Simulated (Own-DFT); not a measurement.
Hf$_{36}$O$_{71}$ (tetragonal hafnia with one neutral oxygen vacancy, atoms displaced) (calculated)

Computed with Own-DFT development build. A calculation, not a measurement: plane-wave PBE and HSE06 DFT by an unreviewed code, no spin, of a simulated cell at Gamma alone, so results move with cell size and shape, stress positive in tension, energies less offsets, not probed for a lower state with spin; hafnium file: forces about 75 meV/angstrom off all-electron values; oxygen file: force components 24 meV/angstrom off all-electron in a glass; k mesh not checked against a denser one; forces and stress are PBE's, HSE06 gives the energy alone, and its difference from PBE has offsets of its own; offsets are fitted by least squares, one for each functional and potential file, so energies compare only between cells with the same atoms and settings and are not formation energies; the far tail of each file's local potential was reset to the Coulomb form; each entry is a single point on an unrelaxed cell, so the pressure reflects the starting lattice, taken from the Materials Project, from which strain is counted, and rises with the displacements; printed positions are rounded, which can move forces by about a meV/angstrom; the program is a retired in-house code; no spin-orbit coupling.

Settings shared by all entries: first functional PBE; second functional HSE06; exact exchange share 0.25; screening 0.11 1/bohr; exchange divergence Gygi-Baldereschi; potential files PseudoDojo norm-conserving, scalar-relativistic, made for PBE, standard set; wave cutoff 48 hartree; occupations fixed; k mesh 1 x 1 x 1 centred on Gamma.

```yaml
- entry: 1
  formula: Hf36O71
  kind: "tetragonal hafnia with one neutral oxygen vacancy, atoms displaced"
  structure:
    cell_angstrom: [[10.78, 0.0, 0.0], [0.0, 10.78, 0.0], [0.0, 0.0, 10.4493]]
    atoms_fractional:
      - [Hf, 0.00147, 0.00109, 0.99899]
      - [Hf, 0.16934, 0.1676, 0.25202]
      - [O, 0.99651, 0.16404, 0.16347]
      - [O, 0.16634, 0.0034, 0.34412]
      - [O, 0.99963, 0.16412, 0.40032]
      - [O, 0.17014, 0.00134, 0.0933]
      - [Hf, 0.00109, 0.99926, 0.49641]
      - [Hf, 0.1635, 0.16442, 0.74583]
      - [O, 0.00414, 0.1666, 0.65268]
      - [O, 0.16565, 0.00071, 0.85379]
      - [O, 0.99741, 0.16468, 0.89935]
      - [O, 0.16701, 0.99896, 0.59707]
      - [Hf, 0.99855, 0.3327, 0.0018]
      - [Hf, 0.1665, 0.5, 0.25336]
      - [O, 0.00296, 0.50406, 0.14928]
      - [O, 0.16695, 0.33335, 0.3482]
      - [O, 0.00065, 0.49791, 0.4046]
      - [O, 0.16633, 0.3345, 0.09668]
      - [Hf, 0.99991, 0.3323, 0.50105]
      - [Hf, 0.16712, 0.4969, 0.74699]
      - [O, 0.99904, 0.50621, 0.64828]
      - [O, 0.16883, 0.3334, 0.84816]
      - [O, 0.00179, 0.49863, 0.90269]
      - [O, 0.16466, 0.33128, 0.59406]
      - [Hf, 0.99776, 0.66655, 0.99902]
      - [Hf, 0.16744, 0.83607, 0.25117]
      - [O, 0.99391, 0.83447, 0.1467]
      - [O, 0.16714, 0.66368, 0.34832]
      - [O, 0.99922, 0.83483, 0.39588]
      - [O, 0.16498, 0.6679, 0.09367]
      - [Hf, 0.00288, 0.66804, 0.49713]
      - [Hf, 0.16655, 0.83228, 0.75109]
      - [O, 0.00382, 0.83337, 0.65236]
      - [O, 0.16707, 0.66598, 0.84488]
      - [O, 0.00109, 0.82978, 0.9008]
      - [O, 0.16421, 0.67008, 0.60017]
      - [Hf, 0.33685, 0.99994, 0.00301]
      - [Hf, 0.50633, 0.16347, 0.24531]
      - [O, 0.33373, 0.17061, 0.15225]
      - [O, 0.50103, 0.99957, 0.34761]
      - [O, 0.33173, 0.1622, 0.40155]
      - [O, 0.49719, 0.99874, 0.10141]
      - [Hf, 0.33254, 0.00215, 0.50227]
      - [Hf, 0.5009, 0.16379, 0.75397]
      - [O, 0.33518, 0.16622, 0.65481]
      - [O, 0.49699, 0.99966, 0.8426]
      - [O, 0.32909, 0.16676, 0.89987]
      - [O, 0.50404, 0.00037, 0.59869]
      - [Hf, 0.33598, 0.33204, 0.00182]
      - [Hf, 0.50552, 0.49537, 0.25202]
      - [O, 0.33384, 0.50093, 0.14834]
      - [O, 0.49972, 0.3334, 0.34737]
      - [O, 0.33051, 0.49626, 0.40496]
      - [O, 0.50229, 0.34158, 0.0947]
      - [Hf, 0.33297, 0.33702, 0.49671]
      - [Hf, 0.49624, 0.49592, 0.74976]
      - [O, 0.33793, 0.50115, 0.65198]
      - [O, 0.50428, 0.33572, 0.8465]
      - [O, 0.33355, 0.50424, 0.89904]
      - [O, 0.49602, 0.3339, 0.59754]
      - [Hf, 0.33582, 0.66258, 0.00729]
      - [Hf, 0.49697, 0.83264, 0.25877]
      - [O, 0.3287, 0.83572, 0.15492]
      - [O, 0.50069, 0.66441, 0.34523]
      - [O, 0.33414, 0.83134, 0.39892]
      - [O, 0.50547, 0.67186, 0.09786]
      - [Hf, 0.33216, 0.66601, 0.50017]
      - [Hf, 0.49885, 0.83196, 0.75009]
      - [O, 0.33489, 0.8304, 0.64913]
      - [O, 0.50125, 0.66884, 0.84843]
      - [O, 0.33822, 0.83788, 0.90463]
      - [O, 0.50559, 0.66143, 0.60003]
      - [Hf, 0.66895, 0.00416, 0.99597]
      - [Hf, 0.83157, 0.17192, 0.24787]
      - [O, 0.66954, 0.17179, 0.15439]
      - [O, 0.83492, 0.99815, 0.34965]
      - [O, 0.6657, 0.16816, 0.39723]
      - [Hf, 0.66858, 0.99634, 0.50253]
      - [Hf, 0.83276, 0.16431, 0.75088]
      - [O, 0.66447, 0.16862, 0.65366]
      - [O, 0.82993, 0.99595, 0.84736]
      - [O, 0.67133, 0.16962, 0.9056]
      - [O, 0.83216, 0.99833, 0.59888]
      - [Hf, 0.6684, 0.32931, 0.00116]
      - [Hf, 0.83644, 0.49932, 0.2505]
      - [O, 0.66447, 0.4975, 0.1566]
      - [O, 0.83447, 0.33494, 0.34835]
      - [O, 0.66774, 0.50006, 0.40347]
      - [O, 0.82818, 0.33874, 0.09613]
      - [Hf, 0.66926, 0.33379, 0.50443]
      - [Hf, 0.83235, 0.50327, 0.74767]
      - [O, 0.67056, 0.50032, 0.64903]
      - [O, 0.83078, 0.33288, 0.84409]
      - [O, 0.66788, 0.50442, 0.90819]
      - [O, 0.83105, 0.33109, 0.5967]
      - [Hf, 0.66882, 0.66596, 0.00047]
      - [Hf, 0.8335, 0.83234, 0.25174]
      - [O, 0.66575, 0.83948, 0.1552]
      - [O, 0.83381, 0.66716, 0.34845]
      - [O, 0.67214, 0.83836, 0.40225]
      - [O, 0.83462, 0.66863, 0.09626]
      - [Hf, 0.66789, 0.66476, 0.49706]
      - [Hf, 0.83477, 0.83176, 0.75328]
      - [O, 0.6684, 0.8311, 0.65142]
      - [O, 0.83032, 0.66505, 0.85512]
      - [O, 0.67038, 0.8352, 0.90231]
      - [O, 0.83495, 0.66434, 0.59109]
  results:
    "PBE_energy_of_cell_above_offsets [eV]": "-100.803"
    "HSE06_less_PBE_above_offsets [eV]": "-0.142"
    "PBE_pressure [GPa]": 0.96
    "PBE_stress_xx [GPa]": -0.82
    "PBE_stress_yy [GPa]": -0.4
    "PBE_stress_zz [GPa]": -1.65
    "PBE_stress_yz [GPa]": 0.15
    "PBE_stress_xz [GPa]": -0.29
    "PBE_stress_xy [GPa]": 0.0
    force_element: [Hf, Hf, O, O, O, O, Hf, Hf, O, O, O, O, Hf, Hf, O, O, O, O, Hf, Hf, O, O, O, O, Hf, Hf, O, O, O, O, Hf, Hf, O, O, O, O, Hf, Hf, O, O, O, O, Hf, Hf, O, O, O, O, Hf, Hf, O, O, O, O, Hf, Hf, O, O, O, O, Hf, Hf, O, O, O, O, Hf, Hf, O, O, O, O, Hf, Hf, O, O, O, Hf, Hf, O, O, O, O, Hf, Hf, O, O, O, O, Hf, Hf, O, O, O, O, Hf, Hf, O, O, O, O, Hf, Hf, O, O, O, O]
    "force_x [eV/angstrom]": [-0.051, 0.022, 0.717, -0.001, 0.108, -0.885, -0.696, 1.51, -1.524, -0.348, -0.153, 0.049, 0.453, 0.193, -0.481, -0.053, 0.086, -0.284, -0.396, -0.142, 0.184, -0.284, -0.175, 0.489, 0.476, -0.717, 0.872, 0.025, 0.508, 0.219, -0.459, 0.365, -0.819, 0.044, -0.182, 0.883, -0.664, -0.98, 0.534, -0.12, -0.113, 1.077, 0.867, -0.853, -0.303, 0.495, 0.799, -0.776, -0.775, -0.558, 0.018, -0.261, -0.043, -0.154, 0.389, 1.101, -1.539, -0.143, 0.223, 0.695, 0.155, 0.487, 0.777, -0.07, -0.229, -0.867, 0.507, 0.26, -0.135, -0.041, -0.21, -0.947, 0.444, 0.225, -0.579, 0.059, 0.099, -0.095, 0.207, 0.518, 0.155, -0.337, 0.815, -0.51, -0.361, 1.108, 0.106, -0.108, 1.593, -1.102, 0.106, -0.498, 0.159, 0.043, 1.093, -0.281, -0.609, 0.46, 0.071, -0.61, -0.434, 0.025, -0.299, 0.055, 0.421, -0.176, 0.078]
    "force_y [eV/angstrom]": [-0.777, 0.207, 0.012, -0.919, 0.666, 0.124, 0.05, -0.012, -0.029, -0.174, 0.559, 0.123, 0.415, -0.241, -0.502, -0.025, 0.257, -0.264, -0.356, 0.603, -0.612, -0.181, -0.376, 0.41, -0.138, -0.282, 0.731, 0.694, -0.272, 0.158, -0.135, -0.046, 0.087, -0.131, 0.884, -0.309, 0.003, -0.113, 0.325, 0.287, 0.846, 0.751, -0.08, 0.603, -0.31, 0.261, 0.23, -0.068, 0.23, 0.339, 0.192, -0.495, 1.235, -0.713, -1.625, 1.346, -0.069, -0.969, -0.932, 0.227, 0.736, 0.148, -0.264, -0.04, 0.27, -0.105, 0.185, -0.521, -0.036, -0.483, -0.93, 0.324, -1.841, -1.316, -0.371, 0.839, -0.174, 0.809, 0.288, 0.039, 0.789, -0.9, 0.329, 2.059, 0.521, 0.328, 0.23, -0.406, -0.172, -0.352, -0.171, -0.313, 0.175, -1.309, -0.183, 0.827, 0.397, 0.356, -0.55, -1.344, -0.413, 0.535, -0.375, 0.071, 0.156, 0.209, 0.255]
    "force_z [eV/angstrom]": [0.261, -0.378, -1.669, 0.533, 0.869, 0.832, 0.063, 1.34, -0.438, -1.197, 0.587, -0.039, -0.704, -1.039, 0.698, -0.077, -0.548, 0.091, -0.39, 0.824, 0.48, -0.513, -0.147, 0.446, -0.035, -0.815, 0.376, 0.12, 0.515, 0.595, 0.379, 0.561, -0.222, -0.173, -0.162, -0.729, -0.844, 1.301, -0.06, 0.238, 0.192, -0.343, 0.098, -0.961, -0.331, 0.846, 0.698, -0.255, -0.66, -0.487, 0.767, -0.148, -0.53, 0.282, 0.505, 0.238, -0.482, 0.422, 0.237, -0.143, -0.966, -1.63, 0.121, 0.748, 0.536, 0.296, 0.682, 0.05, 0.064, -0.205, 0.011, -0.787, 1.119, 1.483, -1.271, -0.892, 0.726, -0.465, -0.319, 0.203, 0.343, -0.671, 0.136, -0.647, -0.212, 0.049, -0.058, -0.222, 0.561, -0.547, 0.467, 0.509, 0.043, -0.454, 0.232, -0.037, -0.492, 0.119, -0.324, 0.094, 0.729, 0.56, -0.449, 0.265, -1.249, 0.162, 0.72]
- entry: 2
  formula: Hf36O71
  kind: "tetragonal hafnia with one neutral oxygen vacancy, atoms displaced"
  structure:
    cell_angstrom: [[10.78, 0.0, 0.0], [0.0, 10.78, 0.0], [0.0, 0.0, 10.4493]]
    atoms_fractional:
      - [Hf, 0.99924, 0.99936, 0.99814]
      - [Hf, 0.16727, 0.1694, 0.24971]
      - [O, 0.9994, 0.16451, 0.14933]
      - [O, 0.16271, 0.00077, 0.34214]
      - [O, 0.99827, 0.16902, 0.39889]
      - [O, 0.16175, 0.99911, 0.09847]
      - [Hf, 0.00712, 0.99791, 0.50297]
      - [Hf, 0.16583, 0.16701, 0.74914]
      - [O, 0.00368, 0.16658, 0.65056]
      - [O, 0.16957, 0.99385, 0.84031]
      - [O, 0.0017, 0.16444, 0.90082]
      - [O, 0.16306, 0.99908, 0.5944]
      - [Hf, 0.99331, 0.33287, 0.00344]
      - [Hf, 0.16799, 0.50405, 0.25247]
      - [O, 0.99834, 0.49867, 0.15193]
      - [O, 0.17023, 0.3278, 0.34954]
      - [O, 0.9947, 0.49793, 0.39894]
      - [O, 0.1654, 0.32937, 0.09354]
      - [Hf, 0.99977, 0.33363, 0.4985]
      - [Hf, 0.17135, 0.50168, 0.74921]
      - [O, 0.00618, 0.50207, 0.65043]
      - [O, 0.16323, 0.32942, 0.85065]
      - [O, 0.99984, 0.50558, 0.9018]
      - [O, 0.16516, 0.33723, 0.59568]
      - [Hf, 0.00177, 0.66851, 0.99501]
      - [Hf, 0.16724, 0.82996, 0.25206]
      - [O, 0.00165, 0.83655, 0.15443]
      - [O, 0.16488, 0.66533, 0.34468]
      - [O, 2.0e-05, 0.83191, 0.40546]
      - [O, 0.1684, 0.66039, 0.1019]
      - [Hf, 0.00075, 0.66692, 0.49834]
      - [Hf, 0.16555, 0.83516, 0.7465]
      - [O, 0.99744, 0.83643, 0.65235]
      - [O, 0.16389, 0.66872, 0.85197]
      - [O, 0.00037, 0.83265, 0.90238]
      - [O, 0.16005, 0.66293, 0.59479]
      - [Hf, 0.3366, 0.99944, 1.0]
      - [Hf, 0.50264, 0.16883, 0.24701]
      - [O, 0.33559, 0.16691, 0.15271]
      - [O, 0.50122, 0.00178, 0.34745]
      - [O, 0.33635, 0.16584, 0.40102]
      - [O, 0.49723, 0.00143, 0.09384]
      - [Hf, 0.33252, 0.99707, 0.49898]
      - [Hf, 0.49972, 0.17032, 0.74718]
      - [O, 0.34109, 0.16836, 0.64868]
      - [O, 0.50239, 0.99985, 0.85099]
      - [O, 0.33317, 0.17064, 0.90121]
      - [O, 0.49515, 0.99875, 0.59595]
      - [Hf, 0.33501, 0.33185, 0.99297]
      - [Hf, 0.50341, 0.50011, 0.24448]
      - [O, 0.33489, 0.49702, 0.15653]
      - [O, 0.50264, 0.3309, 0.35162]
      - [O, 0.33373, 0.49504, 0.40052]
      - [O, 0.49756, 0.33392, 0.09826]
      - [Hf, 0.33222, 0.33316, 0.50403]
      - [Hf, 0.49216, 0.49693, 0.74989]
      - [O, 0.33278, 0.49592, 0.65142]
      - [O, 0.50635, 0.33331, 0.85128]
      - [O, 0.33231, 0.50186, 0.90292]
      - [O, 0.50327, 0.33056, 0.59572]
      - [Hf, 0.33455, 0.66255, 0.00098]
      - [Hf, 0.49923, 0.83483, 0.24664]
      - [O, 0.50293, 0.66371, 0.35219]
      - [O, 0.33569, 0.8336, 0.40045]
      - [O, 0.49654, 0.66567, 0.09712]
      - [Hf, 0.33224, 0.66165, 0.50151]
      - [Hf, 0.4976, 0.8312, 0.75391]
      - [O, 0.32982, 0.83195, 0.65377]
      - [O, 0.50263, 0.66888, 0.84926]
      - [O, 0.33573, 0.83754, 0.90409]
      - [O, 0.49633, 0.66949, 0.59426]
      - [Hf, 0.67076, 0.99594, 0.99584]
      - [Hf, 0.83147, 0.16712, 0.25088]
      - [O, 0.66852, 0.17071, 0.15162]
      - [O, 0.83085, 0.00041, 0.35091]
      - [O, 0.66018, 0.16612, 0.40292]
      - [O, 0.83166, 0.9977, 0.09582]
      - [Hf, 0.65989, 0.00073, 0.50709]
      - [Hf, 0.83339, 0.16898, 0.74542]
      - [O, 0.66426, 0.16341, 0.64875]
      - [O, 0.83212, 0.00187, 0.84946]
      - [O, 0.66933, 0.16934, 0.90453]
      - [O, 0.83458, 0.99923, 0.59689]
      - [Hf, 0.66316, 0.33468, 0.00054]
      - [Hf, 0.83036, 0.50236, 0.25225]
      - [O, 0.66622, 0.50397, 0.15546]
      - [O, 0.82983, 0.33288, 0.34604]
      - [O, 0.6616, 0.50227, 0.39937]
      - [O, 0.83418, 0.33123, 0.09648]
      - [Hf, 0.66505, 0.33164, 0.50126]
      - [Hf, 0.82793, 0.49828, 0.75492]
      - [O, 0.66386, 0.49811, 0.64948]
      - [O, 0.83273, 0.33939, 0.85187]
      - [O, 0.66704, 0.4984, 0.8983]
      - [O, 0.83496, 0.33552, 0.59981]
      - [Hf, 0.67313, 0.6674, 0.99926]
      - [Hf, 0.83837, 0.83493, 0.2484]
      - [O, 0.6673, 0.8284, 0.14875]
      - [O, 0.83222, 0.66726, 0.34659]
      - [O, 0.66769, 0.83555, 0.4061]
      - [O, 0.83542, 0.66662, 0.09578]
      - [Hf, 0.66929, 0.66656, 0.4963]
      - [Hf, 0.83298, 0.82977, 0.75201]
      - [O, 0.66758, 0.83545, 0.65322]
      - [O, 0.82684, 0.66598, 0.84516]
      - [O, 0.66929, 0.82958, 0.90694]
      - [O, 0.83186, 0.66917, 0.60236]
  results:
    "PBE_energy_of_cell_above_offsets [eV]": "-100.412"
    "HSE06_less_PBE_above_offsets [eV]": "-0.114"
    "PBE_pressure [GPa]": 0.91
    "PBE_stress_xx [GPa]": -1.08
    "PBE_stress_yy [GPa]": -0.29
    "PBE_stress_zz [GPa]": -1.36
    "PBE_stress_yz [GPa]": -0.61
    "PBE_stress_xz [GPa]": -0.64
    "PBE_stress_xy [GPa]": -0.03
    force_element: [Hf, Hf, O, O, O, O, Hf, Hf, O, O, O, O, Hf, Hf, O, O, O, O, Hf, Hf, O, O, O, O, Hf, Hf, O, O, O, O, Hf, Hf, O, O, O, O, Hf, Hf, O, O, O, O, Hf, Hf, O, O, O, O, Hf, Hf, O, O, O, O, Hf, Hf, O, O, O, O, Hf, Hf, O, O, O, Hf, Hf, O, O, O, O, Hf, Hf, O, O, O, O, Hf, Hf, O, O, O, O, Hf, Hf, O, O, O, O, Hf, Hf, O, O, O, O, Hf, Hf, O, O, O, O, Hf, Hf, O, O, O, O]
    "force_x [eV/angstrom]": [0.017, -0.019, -0.441, 0.171, 0.052, 1.32, -2.729, 0.192, -0.448, -0.13, -0.12, 1.947, 1.463, -0.275, 0.133, -0.238, 0.346, 0.358, -0.05, -2.524, -0.946, 0.475, -0.117, 0.474, 0.439, 0.549, 0.072, 0.062, 0.15, -0.03, -1.453, -0.466, 0.573, 0.583, -0.388, 1.778, -1.066, -0.404, -0.303, -0.128, -0.37, 1.023, 0.341, 0.431, -1.754, 0.083, 0.169, -0.199, -1.327, -0.768, -0.423, 0.008, -0.387, 0.457, 0.181, 2.436, 0.142, -0.723, 0.294, -0.904, -0.378, 0.001, -0.479, -0.432, 0.469, 0.642, 0.286, 0.261, -0.428, 0.122, 0.139, -0.471, 0.674, -0.343, 0.221, 0.498, 0.314, 1.46, 0.203, 0.419, -0.214, 0.02, -0.015, 0.721, 0.959, 0.447, -0.187, 0.688, -1.162, 0.386, 0.719, -0.372, 0.297, -0.079, -0.262, -0.741, -1.039, -0.109, -0.017, -0.169, 0.27, -0.581, -0.262, -0.719, 0.192, -0.033, 0.501]
    "force_y [eV/angstrom]": [0.535, -0.325, 0.169, -0.552, -0.307, -0.387, 0.677, 0.119, 0.1, 1.483, 0.159, 0.062, 0.223, -1.695, -0.046, 1.374, 0.387, 0.175, -0.022, -0.434, -0.196, 0.953, -0.725, -0.426, -0.784, 1.25, -0.474, 0.253, 0.049, 0.657, -0.83, -0.795, -0.182, 0.013, 0.165, 0.268, 0.514, -0.103, 0.01, -0.68, -0.232, -0.693, 0.829, -0.952, 0.078, 0.303, -0.885, -0.192, -0.199, -0.154, 0.226, 0.69, 0.872, 0.186, -1.07, 0.907, 0.26, 0.269, -0.699, 0.333, 1.368, -0.251, 0.716, -0.683, 0.267, 0.55, 0.459, -0.094, -0.977, -1.308, -0.227, 0.852, -0.512, -0.161, -0.096, -0.032, -0.151, -0.39, -0.464, 0.228, -0.207, -0.203, 0.582, -0.585, -0.55, -0.201, 0.234, -0.67, 0.275, 0.478, 0.394, 0.072, -1.406, 0.443, -0.406, -0.461, 0.743, 0.201, 0.187, -0.321, 0.021, 0.409, 0.925, 0.074, -0.024, 0.573, -0.177]
    "force_z [eV/angstrom]": [0.585, -0.747, 0.209, 0.742, 0.588, -0.832, -1.436, 0.504, 0.13, 0.388, -0.35, 0.698, -0.382, -0.983, 0.322, 0.029, 0.264, 0.129, -0.224, 0.636, 0.582, -1.093, -0.013, 0.554, 0.955, -0.881, -0.144, 1.038, -0.364, -0.355, 0.475, 0.466, 0.063, -0.741, -0.296, 0.356, 0.413, 0.967, -0.318, -0.489, 0.636, 0.612, -0.95, 0.726, 0.412, -0.847, -0.618, 0.751, 1.956, 1.772, -0.665, -0.73, 0.721, -0.173, -1.711, 0.1, -0.301, -0.547, -0.959, 1.14, 0.516, 0.72, -1.083, -0.077, 0.06, -1.002, -0.588, -0.222, -0.41, 0.465, 0.67, 0.264, 0.307, -0.11, -0.986, 0.229, 0.297, -1.309, 0.54, 0.545, -0.458, -0.378, 0.333, 0.093, -0.114, -1.198, 0.236, 0.345, 0.406, -1.229, -1.354, 0.521, -0.351, 0.566, 0.115, 0.404, 0.623, 0.538, 0.179, -0.192, 0.017, 0.265, -0.924, 0.701, 0.803, -0.879, -0.669]
```
